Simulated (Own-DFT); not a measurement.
# Which defects push the lattice out? C11b WSi2

Everything here is calculated. The program is Own-DFT (plane waves, in-house, since retired, never reviewed by a person); positions were held fixed, and spin and spin-orbit coupling were off.

All runs used: PBE; PseudoDojo norm-conserving scalar-relativistic files; cutoff 50 hartree; 5 x 5 x 5 k mesh centred on Gamma; cold (Marzari-Vanderbilt) smearing of 0.2 eV.

Known weak points: forces on such cells failed a check on a denser k mesh; stress not checked against mesh or cutoff.

All runs share one cell, with vectors in Å (-2.148, -5.953, 3.409); (-6.444, 2.976, 1.136); (-2.553, -2.948, -6.757) and a volume of 403.2 Å³. The atoms are randomly displaced, by u rms on each axis. The defect's site can differ from row to row.

```
              cell  formula   u (Å)  P (GPa)
         no defect  Si20W10  0.0212     4.57
         no defect  Si20W10  0.0482     5.84
         no defect  Si20W10  0.0521     6.32
one Si on a W site   Si21W9  0.0276     5.99
one Si on a W site   Si21W9  0.0278     6.11
one Si on a W site   Si21W9  0.0512     7.23
    one Si vacancy  Si19W10  0.0279     3.53
    one Si vacancy  Si19W10  0.0300     3.55
    one Si vacancy  Si19W10  0.0462     4.43
one W on a Si site  Si19W11  0.0282     9.85
one W on a Si site  Si19W11  0.0306    10.08
one W on a Si site  Si19W11  0.0512    11.38
one W on a Si site  Si19W11  0.0532        ?
```

## Analysis

P = P0 + c u² + a shift for each defect gives P0 = 4.26 GPa, c = 722 ± 33 GPa/Å² and a scatter of 0.10 GPa. The shifts, and each times the cell's volume:

- one W on a Si site: 5.13 ± 0.08 GPa, 12.9 eV
- one Si on a W site: 1.18 ± 0.08 GPa, 3.0 eV
- one Si vacancy: -1.34 ± 0.08 GPa, -3.4 eV

A positive shift means that the defect pushes the cell outwards. Shift times volume (160.2 GPa Å³ is 1 eV) depends little on the cell's size, so, taken for each site, it can be compared between cells at like pressure. The atoms around the defects weren't relaxed, which would change these numbers.

## Withheld run

Question: what pressure belongs in the blank (one W on a Si site, u = 0.0532 Å)?

From the fit: 11.43 ± 0.12 GPa. The run itself gave 11.79 GPa.
